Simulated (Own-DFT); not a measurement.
# Strain and stress in diamond-structure GeSn with randomly placed atoms, 64 atoms (Ge52Sn12)

All numbers below are calculated, not measured. The program, named Own-DFT, is a retired in-house plane-wave density functional code that no person has reviewed. Each row is one single-point run on a periodic cell that was not relaxed, without spin or spin-orbit coupling.

Settings of every run: PBE; PseudoDojo norm-conserving scalar-relativistic files; cutoff 49 hartree; 3 x 3 x 3 k mesh centred on Gamma; Fermi-Dirac smearing of 0.1 eV.

Known limits: forces on such cells moved up to 12 meV/angstrom on a denser k mesh; stress not checked against mesh or cutoff.

Unstrained cell vectors in Å: (11.628, 0.000, 0.000); (0.000, 11.628, 0.000); (0.000, 0.000, 11.628). The unstrained cell has measured lattice constants (interpolated for alloys), not those of this functional. That, the random moves and any unrelaxed bonds set the pressure at no strain. Each run strains this cell uniformly, with the atoms carried along. Every atom was also moved at random, by a Gaussian of width 0.05 Å on each axis. The random placing of the alloy's atoms differs from row to row. Strain is the symmetric tensor, in per cent. Stress is positive in tension, and the pressure is minus a third of its trace.

| run | e_xx (%) | e_yy (%) | e_zz (%) | s_xx (GPa) | s_yy (GPa) | s_zz (GPa) | P (GPa) | E (meV/atom) |
|---|---|---|---|---|---|---|---|---|
| 1 | 3.00 | 3.00 | 0.00 | -0.89 | -0.89 | -2.39 | 1.39 | 0.0 |
| 2 | 1.75 | 1.75 | 0.00 | -2.62 | -2.62 | -3.59 | 2.94 | 13.5 |
| 3 | 1.00 | 1.00 | 0.00 | -3.80 | -4.03 | -4.33 | 4.05 | 31.2 |
| 4 | 1.25 | 1.25 | 0.00 | -3.74 | -3.65 | -4.41 | 3.94 | 43.2 |
| 5 | -2.00 | -2.00 | 0.00 | -8.97 | -8.84 | -7.98 | 8.59 | 75.8 |
| 6 | 0.50 | 0.50 | 0.00 | -4.40 | -4.57 | -4.78 | 4.58 | 25.7 |
| 7 | -1.25 | -1.25 | 0.00 | -7.66 | -7.55 | -6.98 | 7.40 | 63.3 |
| 8 | -2.75 | -2.75 | 0.00 | -10.46 | -10.76 | -9.42 | 10.21 | 112.3 |
| 9 | -1.50 | -1.50 | 0.00 | ? | ? | ? | ? | ? |

E is the free energy for each atom above the lowest run shown.

## Worked fit

The change of volume is close to e_xx + e_yy + e_zz. A straight line through the runs shown gives P = 5.70 - 76 x (fractional change of volume) GPa, with an error of 3 on the slope and a scatter of 0.28 GPa. The strain isn't the same on all axes, but the crystal is cubic, so the slope still estimates the bulk modulus, averaged over pressures from 1.4 to 10.2 GPa.

## Withheld run

Question: what pressure should run 9 give? Its volume changes by -2.98 %.

The line gives 8.0 GPa. The calculation gave 7.93 GPa.
